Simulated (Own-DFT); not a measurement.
# Cleaving wurtzite GaN, m plane (10-10)

Calculated, not measured: single-point runs of Own-DFT, a retired in-house plane-wave DFT program that no person has reviewed, on unrelaxed cells, without spin or spin-orbit coupling.

Limits (not all hold for every row): k mesh not checked against a denser one; forces on such cells passed a denser k mesh, each cell not checked.

Both sets of runs: PBE; PseudoDojo norm-conserving scalar-relativistic files (stringent for Ga); cutoff 96 hartree; Gaussian smearing of 0.01 eV. The slab has 64 atoms in 16 layers, two equal faces of 33.07 Å² as cut, 15 Å of vacuum, a dipole correction along the normal and a 6 x 6 x 1 mesh. The bulk cell has 96 atoms, the same measured lattice constants and a 3 x 4 x 3 mesh. In the slab only the 16 atoms nearest the faces were moved at random; u is their rms move along one axis. Energies are counted from -3520.29 eV for each atom.

```
slab run,u (Å),E (eV, cell)
1,0.0450,8.895
2,0.0472,8.955
3,0.0496,8.927
4,0.0517,8.889
5,0.0521,9.024
6,0.0566,9.057
7,0.0947,9.750
8,0.0952,11.016
9,0.0979,12.759
10,0.1058,12.920
11,0.1107,11.747
12,0.1313,14.583
```

| bulk run | u (Å) | E (meV/atom) |
|---|---|---|
| 1 | 0.0197 | 1.46 |
| 2 | 0.0203 | 2.26 |
| 3 | 0.0203 | 2.88 |
| 4 | 0.0204 | 1.74 |
| 5 | 0.0491 | 57.00 |
| 6 | 0.0491 | 58.77 |
| 7 | 0.0501 | 62.27 |
| 8 | 0.0512 | 66.54 |
| 9 | 0.0517 | 65.15 |
| 10 | 0.0525 | 70.43 |

Question: what is the energy of the unrelaxed surface?

## Worked answer

Take each set to u = 0 with E = a + b u². Residuals are scaled by 1/(u² + 0.0006 Å²) to tame the large moves. Slab: a = 8.09 ± 0.16 eV. Bulk: a = -9.5 ± 0.3 meV/atom. The excess is 8.09 - 64 x (-0.0095) = 8.70 ± 0.16 eV. Over two faces that is 132 meV/Å², or 2.11 ± 0.04 J/m². Relaxing the faces would lower the energy, and the unlike meshes and the reach from the smallest u down to zero add errors that aren't counted here.
